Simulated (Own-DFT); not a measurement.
# Which arrangement is lower? As32Ga32, 64 atoms

These are calculations, not measurements. They come from Own-DFT, an in-house plane-wave density functional program, since retired, whose code no person has reviewed. Each row is one single-point run on a periodic cell that was not relaxed, without spin or spin-orbit coupling.

Settings of every run: PBE; PseudoDojo norm-conserving scalar-relativistic files; cutoff 42 hartree; 3 x 3 x 3 k mesh centred on Gamma; Fermi-Dirac smearing of 0.1 eV.

Known limits, some of them of some rows only: not probed for a lower state with spin; forces on such cells failed a check on a denser k mesh; forces not confirmed at this smearing and k mesh; stress not checked against mesh or cutoff.

All cells hold the same atoms in the same cell, with vectors in Å (11.307, 0.000, 0.000); (0.000, 11.307, 0.000); (0.000, 0.000, 11.307). Every atom was moved at random from its ideal site; u is the rms move along one axis. The defect's site can differ from row to row. E is the free energy of the cell above the lowest run. The arrangements:

- A: zincblende GaAs
- B: zincblende GaAs, with one As on a Ga site and one Ga on an As site, 2.4 Å apart

| arrangement | u (Å) | E (eV) | P (GPa) |
|---|---|---|---|
| A | 0.0209 | 0.000 | 3.52 |
| A | 0.0221 | 0.026 | 3.53 |
| A | 0.0223 | 0.100 | 3.55 |
| A | 0.0514 | 1.953 | 3.86 |
| A | 0.0515 | 2.355 | 4.08 |
| A | 0.0529 | 2.535 | 4.05 |
| B | 0.0289 | 2.950 | 3.93 |
| B | 0.0303 | 3.014 | 3.93 |
| B | 0.0327 | 3.183 | 3.96 |
| B | 0.0463 | 3.820 | 4.06 |
| B | 0.0494 | 4.740 | 4.35 |
| B | 0.0498 | 4.363 | 4.25 |

Question: once the cost of the random moves is taken out, how do the arrangements rank?

## Worked answer

Fit E = a + b u², with one b for all and one a for each arrangement, and with residuals divided by u², since the noise grows with the moves. Then b = 970 eV/Å², the scatter at u = 0.04 Å is 0.14 eV, and against A:

- B: 2.54 ± 0.06 eV (higher)

These are energies of unrelaxed cells. Relaxing the atoms lowers the strained arrangements most, so the gaps would shrink and small ones could change sign.
